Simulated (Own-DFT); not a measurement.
# Why a clamped stack is squeezed alike in all directions: Ge in Si

The numbers are computed, not measured, by runs of the plane-wave DFT program Own-DFT (in-house, retired, unreviewed) at fixed positions, with no spin and no spin-orbit coupling.

Common settings: PBE; PseudoDojo norm-conserving scalar-relativistic files; cutoff 42 hartree; 3 x 3 x 2 k mesh centred on Gamma; Fermi-Dirac smearing of 0.1 eV.

Known weak points: forces on such cells moved up to 12 meV/angstrom on a denser k mesh; stress not checked against mesh or cutoff.

One cell of 96 atoms is used throughout, with vectors in Å (10.862, 0.000, 0.000); (0.000, 10.862, 0.000); (0.000, 0.000, 16.293). Some planes normal to z hold Ge in place of Si, either as pure planes or mixed at random through a layer; x is the share of Ge among all Ge and Si sites. u is the rms random offset of the atoms per axis. Stress is positive in tension.

```
x,layer,u (Å),(s_xx + s_yy)/2 (GPa),s_zz (GPa)
0.125,mixed layer,0.0294,-3.79,-3.73
0.125,mixed layer,0.0310,-3.77,-3.80
0.167,pure planes,0.0322,-4.42,-4.45
0.167,pure planes,0.0304,-4.36,-4.37
0.188,mixed layer,0.0572,-5.18,-5.23
0.188,mixed layer,0.0287,-4.65,-4.64
0.250,mixed layer,0.0551,?,?
0.500,pure planes,0.0572,-9.94,-9.79
0.500,pure planes,0.0323,-9.19,-9.18
```

## Analysis

In the plane: -1.69 - 14.6 x - 258 u² GPa (slope in x ± 0.2, scatter 0.07). Along z: -1.74 - 14.4 x - 251 u² GPa (± 0.1, scatter 0.04). The two slopes nearly agree: every atom sits on the host's lattice on all three axes, so the larger Ge atoms are squeezed alike in all directions, and the layering hardly shows. The constants are the stress of this functional at the host's measured lattice. A real film keeps the in-plane spacing but grows in height until s_zz vanishes, which relieves part of the in-plane stress too.

## Test on the hidden row

Asked: what are the two stresses at x = 0.250?

Estimate: -6.1 and -6.1 GPa. DFT gave -6.16 and -5.94 GPa. That is outside the usual scatter, by luck or through something left out of the fit.
